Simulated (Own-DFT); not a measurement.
Simulation results for InAs (zincblende, strongly disordered by large displacements)

All values are calculated (Own-DFT development build). A calculation, not a measurement: plane-wave PBE density functional theory by an unreviewed code, no spin, of a simulated periodic cell, stress positive in tension, free energy of the whole cell less one offset for each atom, forces on such cells passed a denser k mesh, this cell's mesh not checked; broken bonds can close the gap or carry spin, so checks made on this kind of crystal may not hold here; offsets are fitted by least squares, one for each functional and potential file, so energies compare only between cells with the same atoms and settings and are not formation energies; the far tail of each file's local potential was reset to the Coulomb form; each entry is a single point on an unrelaxed cell, so the pressure reflects the starting lattice, mostly measured values (interpolated for alloys), from which strain is counted, and rises with the displacements; printed positions are rounded, which can move forces by about a meV/angstrom; the program, named Own-DFT, is a retired in-house code; no spin-orbit coupling.

```xyz
64
Lattice="12.1166 0.0000 0.0000 0.0000 12.1166 0.0000 0.0000 0.0000 12.1166" Properties=species:S:1:pos:R:3:force_x:R:1:force_y:R:1:force_z:R:1 formula=InAs functional=PBE potential_files=PseudoDojo_norm-conserving,scalar-relativistic,standard_set wave_cutoff=42 occupations=Fermi-Dirac smearing_width=0.1 hardware=one_NVIDIA_H200 k_mesh=3_x_3_x_3_centred_on_Gamma free_energy_of_cell_above_offsets=1.151 pressure=9.42 stress_xx=-9.52 stress_yy=-9.79 stress_zz=-8.94 stress_yz=2.43 stress_xz=1.31 stress_xy=0.03 wall_time=1197
In    11.9640    12.0042    12.0869      2.837     -0.557      0.561
In     0.2110     2.9101     2.9935     -3.232     -0.057      1.589
In     2.8620     0.1213     3.2714     -2.533     -2.927     -3.827
In     3.2814     3.2280     0.0693      -2.76     -3.607     -2.339
As     1.3533     1.5039     1.5531      2.639     -2.082     -2.433
As     1.5461     4.5093     4.1572     -2.017     -2.062      4.802
As     4.3050     1.4225     4.3174      4.106      4.345      3.969
As     4.7141     4.5818     1.1702     -0.785      -0.49       5.02
In     0.0493    12.0282     6.1315     -0.424     -0.425      0.427
In    11.9869     2.8899     9.3008      1.252      2.062     -1.878
In     2.7848    11.8683     9.3149      0.551      0.847     -1.487
In     2.7277     3.2822     6.0911      1.705     -0.238     -0.311
As     1.3770     1.7385     7.5322      0.065     -1.336      0.967
As     1.6882     4.5469    10.5783     -1.157     -0.315      0.025
As     4.4673     1.5888    10.2054     -0.737     -1.166      2.466
As     4.8066     4.7539     7.5981     -1.995     -1.166     -0.959
In    11.9080     5.9766    11.7330      0.577      0.576      0.628
In    12.1051     9.2443     2.7076      1.282      -0.92      2.088
In     2.5985     6.1018     3.0823      5.709      0.328      0.047
In     3.1344     9.0451     0.4600      0.724       0.86     -3.353
As     1.7492     7.6596     1.7702     -4.005      1.674     -3.121
As     1.8197    10.4090     4.5917     -4.929      3.203     -3.265
As     4.6819     7.2499     4.3892     -2.397       1.57     -0.701
As     4.7711    10.5980     1.4582     -2.051      0.185      1.632
In    12.0395     6.1363     6.1072      5.679      1.359     -2.826
In    11.9858     8.7842     8.8708     -1.284      1.625      1.186
In     3.0221     5.9013     8.8894     -0.399       1.66      0.479
In     2.9491     9.0555     5.9192      4.491     -2.816      2.699
As     1.6051     7.8277     7.6027      1.041     -2.835     -0.945
As     1.1165    10.4669    10.5111      0.822     -0.852      1.291
As     4.3716     7.7848    10.3412     -1.584      -2.24      2.491
As     4.4012    10.6691     7.5445      0.847      0.075      0.073
In     6.0079     0.0498     0.1748      1.874      2.192     -1.878
In     5.8784     3.2166     3.1369      0.229     -0.669      -0.64
In     9.3902    11.9775     3.1200     -2.317      1.886      1.785
In     9.4760     3.0015    11.7600     -2.093      1.054      4.795
As     7.6321     1.6330     1.7572      0.518      -0.24     -0.789
As     7.2710     4.8556     4.6110      4.827      -4.08      -3.45
As    10.5214     1.6989     4.8960      2.951     -2.359     -3.115
As    10.8683     4.3275     1.4056      -0.53      0.911      0.295
In     6.1537     0.4090     6.1092     -4.155     -3.172     -4.179
In     5.9083     3.3088     9.2131      2.561     -0.767      0.517
In     8.8776    12.0793     9.0256      3.071      0.359      2.691
In     9.0052     2.9700     6.0899     -2.463      2.626      2.211
As     7.4984     1.1273     7.7046      0.336      6.435      0.972
As     7.9218     4.3390    10.7528     -3.559      3.199     -2.059
As    10.7796     1.4728    10.8470     -0.039     -3.092     -3.788
As    10.7897     5.1475     7.5705     -4.478     -4.941      5.152
In     6.0400     6.1484     0.3047      2.235      2.848     -3.669
In     5.9284     9.0801     3.0759      1.718      0.003      0.329
In     9.5404     5.7443     3.2537     -0.895      0.603      -0.52
In     8.9820     8.9252    11.9844     -0.848      5.982      1.006
As     7.6393     7.7830     1.1952     -2.525     -2.671      5.337
As     7.5660    10.6340     4.6343      0.382     -0.644      0.009
As    10.9489     7.6153     4.6250     -0.934      1.312     -2.955
As    10.6407    10.7230     1.5032     -1.675     -1.593     -1.065
In     6.0271     6.0579     5.9810     -0.597      3.649      4.095
In     6.0188     9.2194     9.4772      0.085      0.455     -3.091
In     8.8585     6.3344     9.1724      2.052     -2.446      2.033
In     9.2955     8.8170     6.0769     -1.731       1.36       0.47
As     7.5760     7.5476     7.6929     -2.553      2.188     -2.361
As     7.6887    10.6128    10.4815     -0.531      0.584      3.088
As    10.4353     7.9409    10.6997       4.53     -4.202     -3.496
As    10.2829    10.4901     7.9399      2.519      -1.05     -2.728
```

Units: wave_cutoff in hartree; smearing_width, free_energy_of_cell_above_offsets in eV; pressure, stress_xx, stress_yy, stress_zz, stress_yz, stress_xz, stress_xy in GPa; wall_time in s; force_x, force_y, force_z in eV/Å.
